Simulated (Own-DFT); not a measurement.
Si$_{3}$N$_{4}$ (beta silicon nitride, atoms displaced) (calculated)

A calculation, not a measurement: plane-wave PBE density functional theory by an unreviewed code, no spin, of a simulated periodic cell, stress positive in tension, free energy of the whole cell less one offset for each atom, forces on such cells passed a denser k mesh, this cell's mesh not checked; offsets are fitted by least squares, one for each functional and potential file, so energies compare only between cells with the same atoms and settings and are not formation energies; the far tail of each file's local potential was reset to the Coulomb form; each entry is a single point on an unrelaxed cell, so the pressure reflects the starting lattice, mostly measured values (interpolated for alloys), from which strain is counted, and rises with the displacements; printed positions are rounded, which can move forces by about a meV/angstrom; the program, named Own-DFT, is a retired in-house code; no spin-orbit coupling. Program: Own-DFT development build.

Common to all runs: functional PBE; potential files PseudoDojo norm-conserving, scalar-relativistic, standard set; wave cutoff 42 hartree; occupations Fermi-Dirac; smearing width 0.1 eV; k mesh 3 x 3 x 3 centred on Gamma.

```json
{"entry": 1, "formula": "Si3N4", "kind": "beta silicon nitride, atoms displaced", "structure": {"cell_angstrom": [[7.606, 0.0, 0.0], [-3.803, 6.587, 0.0], [0.0, 0.0, 8.727]], "atoms_fractional": [["Si", 0.13985, 0.72396, 0.09608], ["Si", 0.21263, 0.39329, 0.09331], ["Si", 0.59868, 0.81882, 0.07251], ["Si", 0.80866, 0.23086, 0.24284], ["Si", 0.76928, 0.61435, 0.2579], ["Si", 0.39685, 0.15907, 0.24612], ["N", 0.33454, 0.03621, 0.08628], ["N", 0.97044, 0.28839, 0.06566], ["N", 0.697, 0.64354, 0.08953], ["N", 0.69345, 0.98174, 0.24583], ["N", 0.99556, 0.68057, 0.2637], ["N", 0.29112, 0.31058, 0.24486], ["N", 0.33022, 0.66712, 0.07948], ["N", 0.65799, 0.35608, 0.23854], ["Si", 0.19675, 0.78292, 0.39295], ["Si", 0.22745, 0.38798, 0.43519], ["Si", 0.5825, 0.81709, 0.41092], ["Si", 0.82552, 0.24746, 0.58686], ["Si", 0.77751, 0.60206, 0.5769], ["Si", 0.38716, 0.17671, 0.59859], ["N", 0.33331, 0.03385, 0.40831], ["N", 0.98348, 0.30937, 0.44295], ["N", 0.73252, 0.66089, 0.41967], ["N", 0.65965, 0.94738, 0.58469], ["N", 0.03954, 0.7022, 0.58294], ["N", 0.3116, 0.32654, 0.56828], ["N", 0.32505, 0.65922, 0.41558], ["N", 0.65868, 0.31831, 0.56828], ["Si", 0.18462, 0.76419, 0.75697], ["Si", 0.25933, 0.4193, 0.74578], ["Si", 0.60997, 0.83042, 0.74928], ["Si", 0.83391, 0.24586, 0.92237], ["Si", 0.73962, 0.57844, 0.93747], ["Si", 0.3851, 0.16358, 0.91464], ["N", 0.31862, 6e-05, 0.74689], ["N", 0.97549, 0.30946, 0.73375], ["N", 0.68841, 0.66141, 0.74689], ["N", 0.66208, 0.99034, 0.91727], ["N", 0.02802, 0.69192, 0.93144], ["N", 0.3043, 0.33716, 0.90816], ["N", 0.32361, 0.67471, 0.73864], ["N", 0.65725, 0.32465, 0.91847]]}, "results": {"free_energy_of_cell_above_offsets [eV]": "9.826", "pressure [GPa]": 15.81, "stress_xx [GPa]": -17.64, "stress_yy [GPa]": -10.21, "stress_zz [GPa]": -19.59, "stress_yz [GPa]": 0.12, "stress_xz [GPa]": -6.19, "stress_xy [GPa]": 5.35, "force_element": ["Si", "Si", "Si", "Si", "Si", "Si", "N", "N", "N", "N", "N", "N", "N", "N", "Si", "Si", "Si", "Si", "Si", "Si", "N", "N", "N", "N", "N", "N", "N", "N", "Si", "Si", "Si", "Si", "Si", "Si", "N", "N", "N", "N", "N", "N", "N", "N"], "force_x [eV/angstrom]": [0.947, 4.308, -1.506, 0.057, -1.507, 0.746, -0.729, -0.234, -7.769, -0.515, 10.46, -2.802, 1.332, 2.933, -3.748, -4.167, 2.195, 0.539, 4.591, 9.01, 0.104, -1.753, -10.32, 0.293, -0.384, -0.834, 2.655, -4.113, -8.517, -4.836, -3.412, -2.939, 6.124, 2.883, -0.984, 2.115, 1.387, 1.633, -2.674, 0.189, 10.13, -0.887], "force_y [eV/angstrom]": [4.034, 1.817, 1.7, 3.872, -6.075, 4.484, -4.239, 0.64, 6.179, -4.753, 3.564, 1.725, -1.726, -4.499, -2.387, 3.2, 1.412, -3.642, -2.688, -5.785, -0.372, -1.321, 5.347, 3.282, 0.298, 2.48, -1.032, 1.845, -4.08, 1.006, 0.431, -0.581, -2.131, -0.858, 9.546, 0.234, -1.326, -4.187, -1.16, -0.546, -3.899, 0.189], "force_z [eV/angstrom]": [-0.409, -1.451, 1.084, 1.73, -3.185, -0.121, -2.17, 6.615, 3.541, -0.02, -2.423, 2.171, 0.957, 0.512, 5.504, -9.884, 1.753, -0.358, 6.173, -2.506, 2.423, -5.333, 0.504, -2.853, -0.161, 7.688, -1.072, 1.515, -0.621, -1.203, 0.935, -7.85, -10.15, 0.836, 1.125, 5.525, 2.178, -0.404, -2.83, 2.034, 0.717, -0.519]}}
{"entry": 2, "formula": "Si3N4", "kind": "beta silicon nitride, atoms displaced", "structure": {"cell_angstrom": [[7.606, 0.0, 0.0], [-3.803, 6.587, 0.0], [0.0, 0.0, 8.727]], "atoms_fractional": [["Si", 0.16998, 0.77771, 0.08565], ["Si", 0.24127, 0.42135, 0.09178], ["Si", 0.60896, 0.83508, 0.08736], ["Si", 0.82614, 0.20008, 0.25624], ["Si", 0.78274, 0.60085, 0.2528], ["Si", 0.41765, 0.19575, 0.26263], ["N", 0.3128, 0.03423, 0.09879], ["N", 0.97597, 0.30619, 0.07457], ["N", 0.72362, 0.68043, 0.09215], ["N", 0.64496, 0.93921, 0.2549], ["N", 0.04214, 0.70424, 0.2505], ["N", 0.30693, 0.30753, 0.24258], ["N", 0.33443, 0.64679, 0.09395], ["N", 0.66766, 0.33285, 0.25758], ["Si", 0.16479, 0.75248, 0.40183], ["Si", 0.23018, 0.39455, 0.42938], ["Si", 0.60216, 0.8106, 0.4093], ["Si", 0.81988, 0.23861, 0.58256], ["Si", 0.77495, 0.58948, 0.57144], ["Si", 0.40295, 0.16533, 0.59631], ["N", 0.33706, 0.03065, 0.43222], ["N", 0.94802, 0.28696, 0.43615], ["N", 0.69238, 0.66384, 0.39769], ["N", 0.68608, 0.00431, 0.59803], ["N", 0.02826, 0.6859, 0.57904], ["N", 0.29156, 0.30653, 0.59872], ["N", 0.35542, 0.68204, 0.40469], ["N", 0.68716, 0.36107, 0.57242], ["Si", 0.1602, 0.76736, 0.75973], ["Si", 0.21106, 0.36908, 0.75002], ["Si", 0.59104, 0.83206, 0.74493], ["Si", 0.80937, 0.22842, 0.92232], ["Si", 0.76665, 0.60096, 0.88388], ["Si", 0.40581, 0.16693, 0.92421], ["N", 0.35815, 0.0508, 0.75749], ["N", 0.96339, 0.27229, 0.7477], ["N", 0.68188, 0.64958, 0.74101], ["N", 0.67139, 0.96079, 0.90477], ["N", 0.02672, 0.67576, 0.92417], ["N", 0.28649, 0.30785, 0.91304], ["N", 0.30874, 0.66221, 0.77405], ["N", 0.65846, 0.32643, 0.91146]]}, "results": {"free_energy_of_cell_above_offsets [eV]": "8.651", "pressure [GPa]": 15.75, "stress_xx [GPa]": -15.66, "stress_yy [GPa]": -14.75, "stress_zz [GPa]": -16.82, "stress_yz [GPa]": 0.81, "stress_xz [GPa]": -0.85, "stress_xy [GPa]": 3.08, "force_element": ["Si", "Si", "Si", "Si", "Si", "Si", "N", "N", "N", "N", "N", "N", "N", "N", "Si", "Si", "Si", "Si", "Si", "Si", "N", "N", "N", "N", "N", "N", "N", "N", "Si", "Si", "Si", "Si", "Si", "Si", "N", "N", "N", "N", "N", "N", "N", "N"], "force_x [eV/angstrom]": [3.005, 1.846, 0.072, -2.383, 0.863, 7.686, 1.86, -1.022, -1.412, 0.896, -3.244, -12.33, -1.832, 3.495, 4.864, -0.124, -2.893, -1.38, -2.511, 2.599, -0.544, 7.266, 3.195, -0.723, 0.48, -0.908, -3.564, -1.818, 2.774, -1.43, -2.269, 3.637, 3.494, -1.963, -0.913, -2.891, -3.358, -0.147, -2.667, -0.025, 4.398, -0.074], "force_y [eV/angstrom]": [-0.853, -10.13, -4.939, 3.229, -2.962, -8.155, -0.751, -1.855, 0.838, 6.952, -2.017, 7.483, 11.32, 0.405, 4.23, 0.629, 3.16, 2.983, 5.754, 1.936, -1.002, 2.495, -1.278, -10.23, 1.791, 1.664, -5.51, -8.838, 0.871, 3.953, -2.478, -0.212, -3.295, 1.569, -6.273, 0.759, 3.267, 1.597, 0.974, 1.115, -0.585, 2.391], "force_z [eV/angstrom]": [-0.735, -2.828, -3.971, -0.881, -3.524, 1.597, -1.76, 3.682, -3.819, -1.416, -2.382, 1.837, -0.284, -0.582, 7.337, -1.31, 4.684, 6.306, 0.039, -3.385, -2.361, -8.836, 4.823, -2.357, 0.178, -4.208, 1.806, 1.065, -2.259, 3.846, -1.069, -2.529, 10.72, 1.856, 1.158, 1.273, -5.909, 5.372, -1.475, 2.374, -2.286, 0.212]}}
{"entry": 3, "formula": "Si3N4", "kind": "beta silicon nitride, atoms displaced", "structure": {"cell_angstrom": [[7.606, 0.0, 0.0], [-3.803, 6.587, 0.0], [0.0, 0.0, 8.727]], "atoms_fractional": [["Si", 0.18363, 0.76458, 0.09417], ["Si", 0.25222, 0.39548, 0.07829], ["Si", 0.58462, 0.82125, 0.09269], ["Si", 0.84059, 0.22963, 0.22686], ["Si", 0.79179, 0.59476, 0.2358], ["Si", 0.41538, 0.17029, 0.26294], ["N", 0.30605, 0.02396, 0.09972], ["N", 0.98862, 0.32124, 0.09402], ["N", 0.70234, 0.68477, 0.09143], ["N", 0.66331, 0.97264, 0.23624], ["N", 0.0341, 0.69882, 0.25725], ["N", 0.28576, 0.3254, 0.25514], ["N", 0.32873, 0.66903, 0.08757], ["N", 0.6689, 0.31876, 0.24432], ["Si", 0.17519, 0.76687, 0.42096], ["Si", 0.21974, 0.39249, 0.43692], ["Si", 0.5841, 0.80782, 0.43338], ["Si", 0.81606, 0.20644, 0.57802], ["Si", 0.79166, 0.59951, 0.5938], ["Si", 0.40694, 0.18306, 0.57801], ["N", 0.34601, 0.03663, 0.42294], ["N", 0.98542, 0.31504, 0.41217], ["N", 0.71943, 0.69245, 0.43568], ["N", 0.67475, 0.9699, 0.58908], ["N", 0.02403, 0.69473, 0.58567], ["N", 0.31788, 0.33489, 0.58296], ["N", 0.35241, 0.69066, 0.4048], ["N", 0.67863, 0.33795, 0.58736], ["Si", 0.20165, 0.79273, 0.75709], ["Si", 0.24162, 0.43244, 0.75634], ["Si", 0.57105, 0.82824, 0.7634], ["Si", 0.79838, 0.22857, 0.93592], ["Si", 0.76469, 0.58609, 0.92834], ["Si", 0.39945, 0.15711, 0.91609], ["N", 0.31491, 0.01617, 0.76615], ["N", 0.96451, 0.27885, 0.74536], ["N", 0.69242, 0.69772, 0.75806], ["N", 0.68676, 0.98014, 0.91514], ["N", 0.04703, 0.70723, 0.90258], ["N", 0.32792, 0.36449, 0.91357], ["N", 0.35351, 0.66601, 0.7476], ["N", 0.65, 0.30726, 0.91416]]}, "results": {"free_energy_of_cell_above_offsets [eV]": "9.038", "pressure [GPa]": 16.03, "stress_xx [GPa]": -19.73, "stress_yy [GPa]": -21.03, "stress_zz [GPa]": -7.33, "stress_yz [GPa]": -2.1, "stress_xz [GPa]": -0.55, "stress_xy [GPa]": -4.69, "force_element": ["Si", "Si", "Si", "Si", "Si", "Si", "N", "N", "N", "N", "N", "N", "N", "N", "Si", "Si", "Si", "Si", "Si", "Si", "N", "N", "N", "N", "N", "N", "N", "N", "Si", "Si", "Si", "Si", "Si", "Si", "N", "N", "N", "N", "N", "N", "N", "N"], "force_x [eV/angstrom]": [-3.383, -3.999, -0.194, -3.169, -5.318, -2.389, 0.83, 1.855, 3.607, 0.811, 1.913, 3.243, 3.977, 0.589, 0.428, 2.687, 4.609, 1.233, -8.784, 4.155, -0.932, -5.087, 2.331, -2.136, 8.683, -3.165, -5.29, -1.35, -1.78, -0.978, 9.145, 10.32, -1.316, -2.915, 0.837, 1.147, 6.626, -1.948, -2.902, 2.786, -9.896, -4.877], "force_y [eV/angstrom]": [0.753, 2.435, 0.896, -2.866, -1.401, 1.656, 1.257, 1.311, -2.88, 1.591, 0.799, -0.947, -2.413, 3.325, 0.364, 3.241, 4.717, 6.598, -1.06, -0.158, -2.569, -3.323, -2.345, -4.411, 4.387, 1.872, -5.872, -1.566, -12.42, -9.141, 7.057, -0.379, 2.683, 2.069, 10.22, 2.228, -4.587, -2.627, -2.694, -3.27, 1.641, 5.823], "force_z [eV/angstrom]": [-2.052, 3.79, -3.036, 9.316, 4.435, -2.461, -2.351, -7.806, -0.766, 4.247, -0.856, 1.037, -0.794, -0.594, 0.859, -4.932, -1.291, 0.458, 0.563, 2.252, 0.912, 0.42, -2.62, 0.14, 0.604, 2.764, 1.125, 0.04, -3.454, -1.209, -1.255, -2.662, -3.947, 4.378, -4.146, 1.753, 0.684, 2.898, 5.553, -1.24, -0.961, 0.206]}}
{"entry": 4, "formula": "Si3N4", "kind": "beta silicon nitride, atoms displaced", "structure": {"cell_angstrom": [[7.606, 0.0, 0.0], [-3.803, 6.587, 0.0], [0.0, 0.0, 8.727]], "atoms_fractional": [["Si", 0.16164, 0.7734, 0.07947], ["Si", 0.21801, 0.40375, 0.06488], ["Si", 0.60848, 0.81456, 0.09233], ["Si", 0.83066, 0.23126, 0.26261], ["Si", 0.78654, 0.59599, 0.26459], ["Si", 0.39522, 0.18318, 0.24111], ["N", 0.31561, 0.0307, 0.08254], ["N", 0.96222, 0.30742, 0.07044], ["N", 0.7308, 0.71186, 0.0908], ["N", 0.65599, 0.96276, 0.25048], ["N", 0.02286, 0.69148, 0.24757], ["N", 0.30933, 0.33786, 0.24433], ["N", 0.32855, 0.65426, 0.08466], ["N", 0.68034, 0.33407, 0.26089], ["Si", 0.17252, 0.78166, 0.41986], ["Si", 0.25164, 0.4145, 0.41244], ["Si", 0.6044, 0.84793, 0.41692], ["Si", 0.82473, 0.21497, 0.57283], ["Si", 0.75281, 0.60946, 0.57327], ["Si", 0.38806, 0.17378, 0.59429], ["N", 0.33066, 0.02046, 0.42737], ["N", 0.98587, 0.30794, 0.42362], ["N", 0.7089, 0.66271, 0.41864], ["N", 0.67291, 0.98447, 0.56404], ["N", 0.02658, 0.68968, 0.59436], ["N", 0.28394, 0.3169, 0.59314], ["N", 0.33959, 0.68092, 0.40943], ["N", 0.67395, 0.34404, 0.55235], ["Si", 0.1496, 0.77021, 0.74896], ["Si", 0.22627, 0.38152, 0.74116], ["Si", 0.57696, 0.81755, 0.73004], ["Si", 0.82283, 0.2312, 0.92425], ["Si", 0.78151, 0.6201, 0.92906], ["Si", 0.37646, 0.17865, 0.92457], ["N", 0.33904, 0.02131, 0.74618], ["N", 0.97593, 0.30225, 0.74965], ["N", 0.68873, 0.65619, 0.75567], ["N", 0.67431, 0.97865, 0.89927], ["N", 0.01143, 0.67875, 0.92184], ["N", 0.2949, 0.33149, 0.90612], ["N", 0.34331, 0.69252, 0.7649], ["N", 0.67512, 0.33331, 0.91947]]}, "results": {"free_energy_of_cell_above_offsets [eV]": "8.004", "pressure [GPa]": 15.06, "stress_xx [GPa]": -15.69, "stress_yy [GPa]": -12.54, "stress_zz [GPa]": -16.94, "stress_yz [GPa]": -3.28, "stress_xz [GPa]": -0.46, "stress_xy [GPa]": 2.15, "force_element": ["Si", "Si", "Si", "Si", "Si", "Si", "N", "N", "N", "N", "N", "N", "N", "N", "Si", "Si", "Si", "Si", "Si", "Si", "N", "N", "N", "N", "N", "N", "N", "N", "Si", "Si", "Si", "Si", "Si", "Si", "N", "N", "N", "N", "N", "N", "N", "N"], "force_x [eV/angstrom]": [3.581, -0.56, -11.53, 0.284, -3.726, 5.734, -0.713, 3.323, 8.899, 1.184, 4.584, -2.475, -0.419, -3.507, 0.849, -2.505, -1.074, -1.272, 7.571, 6.295, -1.381, 1.114, -6.967, 0.031, -3.139, 2.143, 1.27, -1.483, 5.296, -6.811, 3.228, -1.655, -3.898, 9.094, -2.492, -1.272, -1.458, 0.716, 4.678, -1.369, -4.192, -5.973], "force_y [eV/angstrom]": [-2.06, 0.931, 5.35, -0.056, -2.986, -2.157, -0.083, 0.308, -6.229, 3.223, 3.077, 1.274, 3.007, -0.166, -4.489, 1.604, -5.657, 9.45, -5.855, -0.25, 5.061, -0.455, 5.317, -4.972, -0.152, 0.047, -1.815, -1.803, -0.294, 6.294, 3.475, -1.833, -5.541, -2.169, 1.896, -1.268, 1.799, -2.648, 3.667, 1.009, -5.777, 1.926], "force_z [eV/angstrom]": [0.839, 2.467, -3.735, -2.824, -2.901, 3.334, 0.421, 6.656, 1.298, -0.822, 1.04, -0.916, -0.022, -1.587, 0.752, 0.803, -3.409, 4.03, 10.13, -2.831, -2.039, -2.538, -6.239, 4.277, -5.252, -7.586, 0.976, 2.753, 3.211, 4.572, 3.849, -6.12, -2.004, -3.005, 3.041, -0.81, -2.045, 1.889, -1.066, 1.979, -1.222, 0.655]}}
{"entry": 5, "formula": "Si3N4", "kind": "beta silicon nitride, atoms displaced", "structure": {"cell_angstrom": [[7.606, 0.0, 0.0], [-3.803, 6.587, 0.0], [0.0, 0.0, 8.727]], "atoms_fractional": [["Si", 0.1697, 0.76237, 0.07863], ["Si", 0.22177, 0.41237, 0.08389], ["Si", 0.60483, 0.83074, 0.07968], ["Si", 0.81618, 0.22267, 0.25135], ["Si", 0.73723, 0.57761, 0.26793], ["Si", 0.38171, 0.16671, 0.25171], ["N", 0.3316, 0.03278, 0.07535], ["N", 0.96603, 0.29375, 0.08083], ["N", 0.699, 0.68304, 0.09068], ["N", 0.67097, 0.9804, 0.2499], ["N", 0.03765, 0.73048, 0.24958], ["N", 0.3062, 0.32314, 0.25459], ["N", 0.32258, 0.65042, 0.09312], ["N", 0.68345, 0.35909, 0.24211], ["Si", 0.15761, 0.76595, 0.40256], ["Si", 0.22489, 0.41415, 0.41244], ["Si", 0.59016, 0.82213, 0.3921], ["Si", 0.83451, 0.19655, 0.58389], ["Si", 0.77069, 0.60088, 0.58478], ["Si", 0.39427, 0.18919, 0.57544], ["N", 0.29881, 0.00877, 0.42221], ["N", 0.96266, 0.28866, 0.42222], ["N", 0.70254, 0.6733, 0.41569], ["N", 0.63278, 0.96738, 0.55929], ["N", 0.02336, 0.71128, 0.59269], ["N", 0.30284, 0.33921, 0.57986], ["N", 0.33776, 0.66247, 0.40238], ["N", 0.68332, 0.34568, 0.58305], ["Si", 0.19175, 0.78629, 0.73252], ["Si", 0.24254, 0.43322, 0.74486], ["Si", 0.5747, 0.82135, 0.75356], ["Si", 0.84014, 0.25236, 0.92153], ["Si", 0.7801, 0.58697, 0.9234], ["Si", 0.40115, 0.16127, 0.88516], ["N", 0.34224, 0.02019, 0.74153], ["N", 0.00414, 0.3058, 0.75225], ["N", 0.69669, 0.66006, 0.7311], ["N", 0.63816, 0.94934, 0.91177], ["N", 0.07253, 0.71122, 0.90039], ["N", 0.31629, 0.34436, 0.89978], ["N", 0.342, 0.67749, 0.74681], ["N", 0.64814, 0.33999, 0.92261]]}, "results": {"free_energy_of_cell_above_offsets [eV]": "7.604", "pressure [GPa]": 15.08, "stress_xx [GPa]": -8.82, "stress_yy [GPa]": -24.93, "stress_zz [GPa]": -11.48, "stress_yz [GPa]": -4.9, "stress_xz [GPa]": -0.52, "stress_xy [GPa]": -0.88, "force_element": ["Si", "Si", "Si", "Si", "Si", "Si", "N", "N", "N", "N", "N", "N", "N", "N", "Si", "Si", "Si", "Si", "Si", "Si", "N", "N", "N", "N", "N", "N", "N", "N", "Si", "Si", "Si", "Si", "Si", "Si", "N", "N", "N", "N", "N", "N", "N", "N"], "force_x [eV/angstrom]": [1.295, 5.219, -3.752, -0.603, 2.132, 5.28, -0.14, -0.052, 4.178, -0.354, -3.45, -6.282, 0.149, 1.512, 2.865, 1.85, -0.08, -3.502, 2.016, 5.921, 0.952, 1.493, -2.467, 1.844, 2.423, -2.921, -3.126, -0.948, -0.705, 5.73, 6.645, -2.456, -2.047, -2.078, 0.055, -8.141, -4.281, 1.218, -5.518, -0.685, -4.513, 5.325], "force_y [eV/angstrom]": [2.625, -4.446, -0.372, 4.783, 6.34, -3.608, -0.433, -0.282, -2.475, -2.222, -3.307, 4.332, 5.433, -9.827, -1.813, -2.472, -1.001, 3.793, -2.559, -2.145, 6.514, 0.839, 2.013, -1.769, 0.388, 1.866, 1.196, -3.072, -4.851, -1.709, 1.261, -2.092, 4.234, 4.069, 4.352, -4.756, 3.436, 5.394, -3.136, -0.479, -1.688, -2.354], "force_z [eV/angstrom]": [1.261, -1.601, 0.365, 0.633, -5.311, -1.586, -0.242, 2.746, -0.526, -3.488, -4.665, -0.763, -0.201, -0.105, 5.576, 0.326, 5.192, 1.698, -3.146, -0.177, -0.652, -2.878, 2.937, 2.821, -3.796, -0.517, 0.128, -0.233, 0.077, 0.473, -4.657, -4.075, -2.066, 8.241, -4.315, -0.078, 7.894, 1.598, 2.627, 2.038, -1.123, -0.43]}}
{"entry": 6, "formula": "Si3N4", "kind": "beta silicon nitride, atoms displaced", "structure": {"cell_angstrom": [[7.606, 0.0, 0.0], [-3.803, 6.587, 0.0], [0.0, 0.0, 8.727]], "atoms_fractional": [["Si", 0.17423, 0.75651, 0.08791], ["Si", 0.21865, 0.40595, 0.0626], ["Si", 0.61429, 0.82135, 0.0765], ["Si", 0.83086, 0.23836, 0.25242], ["Si", 0.75989, 0.59381, 0.27055], ["Si", 0.39563, 0.16452, 0.25474], ["N", 0.31391, 0.02853, 0.09057], ["N", 0.96283, 0.30876, 0.08917], ["N", 0.69766, 0.64447, 0.07565], ["N", 0.66713, 0.98051, 0.2512], ["N", 0.03419, 0.70818, 0.24988], ["N", 0.30499, 0.33753, 0.24445], ["N", 0.32897, 0.64753, 0.0938], ["N", 0.64018, 0.34105, 0.2501], ["Si", 0.16616, 0.78401, 0.41617], ["Si", 0.23977, 0.41652, 0.41515], ["Si", 0.581, 0.825, 0.40992], ["Si", 0.81585, 0.22768, 0.58522], ["Si", 0.80237, 0.59727, 0.57965], ["Si", 0.39003, 0.15072, 0.57461], ["N", 0.32675, 0.03619, 0.41303], ["N", 0.96539, 0.29362, 0.43017], ["N", 0.69838, 0.66703, 0.40505], ["N", 0.66503, 0.98086, 0.59086], ["N", 0.02588, 0.6876, 0.593], ["N", 0.2993, 0.32365, 0.5894], ["N", 0.33322, 0.65219, 0.41281], ["N", 0.67011, 0.31175, 0.58133], ["Si", 0.15871, 0.75203, 0.74511], ["Si", 0.21967, 0.39504, 0.72112], ["Si", 0.6017, 0.82394, 0.7484], ["Si", 0.83684, 0.21231, 0.915], ["Si", 0.77022, 0.60457, 0.90818], ["Si", 0.41988, 0.19921, 0.91032], ["N", 0.32782, 0.04264, 0.73025], ["N", 0.96321, 0.31722, 0.74622], ["N", 0.715, 0.67525, 0.75886], ["N", 0.68641, 0.96801, 0.91348], ["N", 0.0369, 0.71064, 0.90759], ["N", 0.32624, 0.36754, 0.923], ["N", 0.33046, 0.64574, 0.76554], ["N", 0.64028, 0.32717, 0.91506]]}, "results": {"free_energy_of_cell_above_offsets [eV]": "8.758", "pressure [GPa]": 16.9, "stress_xx [GPa]": -15.32, "stress_yy [GPa]": -15.91, "stress_zz [GPa]": -19.47, "stress_yz [GPa]": -0.86, "stress_xz [GPa]": 4.65, "stress_xy [GPa]": -2.87, "force_element": ["Si", "Si", "Si", "Si", "Si", "Si", "N", "N", "N", "N", "N", "N", "N", "N", "Si", "Si", "Si", "Si", "Si", "Si", "N", "N", "N", "N", "N", "N", "N", "N", "Si", "Si", "Si", "Si", "Si", "Si", "N", "N", "N", "N", "N", "N", "N", "N"], "force_x [eV/angstrom]": [0.519, 1.394, -2.051, -2.884, 5.199, -1.984, 0.806, 0.406, -1.854, 0.536, -2.058, -1.592, -0.453, 5.847, 2.736, 0.587, 1.991, 4.656, -12.9, 1.793, -0.311, 1.548, -4.557, 0.406, 6.866, 3.213, -3.606, -8.276, 5.989, -2.087, -1.417, -3.863, 4.399, -9.419, -0.426, 1.777, -2.165, -0.236, -1.075, 0.927, -1.266, 12.88], "force_y [eV/angstrom]": [2.368, -1.366, -1.928, 0.619, -3.498, 3.473, -1.292, -0.491, 3.629, -1.904, -1.595, -0.737, 6.0, -1.378, -2.817, -6.767, 1.074, -0.659, -6.53, 7.588, -4.098, 1.176, 4.615, -5.302, 3.926, -1.606, 6.877, 5.382, 3.77, 2.539, -1.78, 4.444, -4.476, -7.859, -5.93, -0.811, 1.81, -2.086, -1.243, -3.802, 3.957, 6.708], "force_z [eV/angstrom]": [-2.366, 5.939, 2.088, 2.24, -12.35, -4.658, -2.316, -2.575, 3.518, -1.372, 1.913, 0.976, -0.314, 0.826, -0.424, -1.553, 1.668, 0.155, 0.484, -0.191, 0.521, -2.865, 10.98, -1.605, -5.198, -7.265, 0.962, -0.755, 3.906, 9.319, -0.401, 0.309, 4.512, 0.843, 7.259, 0.857, -7.955, 0.345, 2.964, -5.997, -2.164, -0.265]}}
```
